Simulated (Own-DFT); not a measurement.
# How strain changes the stress of diamond-structure SiGeSn with randomly placed atoms, 64 atoms (Ge40Si16Sn8)

All numbers below are calculated, not measured. The program, named Own-DFT, is a retired in-house plane-wave density functional code that no person has reviewed. Each row is one single-point run on a periodic cell that was not relaxed, without spin or spin-orbit coupling.

Settings of every run: PBEsol; PseudoDojo norm-conserving scalar-relativistic files, made for PBE; cutoff 49 hartree; 3 x 3 x 3 k mesh centred on Gamma; Fermi-Dirac smearing of 0.1 eV.

Known limits: forces on such cells moved up to 12 meV/angstrom on a denser k mesh; stress not checked against mesh or cutoff.

Unstrained cell vectors in Å: (11.410, 0.000, 0.000); (0.000, 11.410, 0.000); (0.000, 0.000, 11.410). The unstrained cell has measured lattice constants (interpolated for alloys), not those of this functional. That, the random moves and any unrelaxed bonds set the pressure at no strain. Each run strains this cell uniformly, with the atoms carried along. Every atom was also moved at random, by a Gaussian of width 0.05 Å on each axis. The random placing of the alloy's atoms differs from row to row. Strain is the symmetric tensor, in per cent. Stress is positive in tension, and the pressure is minus a third of its trace.

| run | e_xx (%) | e_yy (%) | e_zz (%) | s_xx (GPa) | s_yy (GPa) | s_zz (GPa) | P (GPa) | E (meV/atom) |
|---|---|---|---|---|---|---|---|---|
| 1 | -1.00 | -1.00 | 0.00 | -4.08 | -3.90 | -3.32 | 3.77 | 27.7 |
| 2 | -2.50 | -2.50 | 0.00 | -7.03 | -6.81 | -5.21 | 6.35 | 46.1 |
| 3 | 2.25 | 2.25 | 0.00 | 1.01 | 1.12 | -0.22 | -0.64 | 32.1 |
| 4 | 2.75 | 2.75 | 0.00 | 2.15 | 2.18 | 0.52 | -1.62 | 4.9 |
| 5 | -2.00 | -2.00 | 0.00 | -6.15 | -6.14 | -4.85 | 5.71 | 53.8 |
| 6 | -2.25 | -2.25 | 0.00 | -6.60 | -6.67 | -5.04 | 6.10 | 57.5 |
| 7 | 0.75 | 0.75 | 0.00 | -0.79 | -0.74 | -1.27 | 0.93 | 4.2 |
| 8 | 1.00 | 1.00 | 0.00 | -0.30 | -0.25 | -1.05 | 0.54 | 0.0 |
| 9 | 0.25 | 0.25 | 0.00 | ? | ? | ? | ? | ? |

E is the free energy for each atom above the lowest run shown.

## Worked fit

The change of volume is close to e_xx + e_yy + e_zz. A straight line through the runs shown gives P = 2.48 - 77 x (fractional change of volume) GPa, with an error of 3 on the slope and a scatter of 0.32 GPa. The strain isn't the same on all axes, but the crystal is cubic, so the slope still estimates the bulk modulus, averaged over pressures from -1.6 to 6.4 GPa.

## Withheld run

Question: what pressure should run 9 give? Its volume changes by 0.50 %.

The line gives 2.1 GPa. The calculation gave 1.64 GPa.
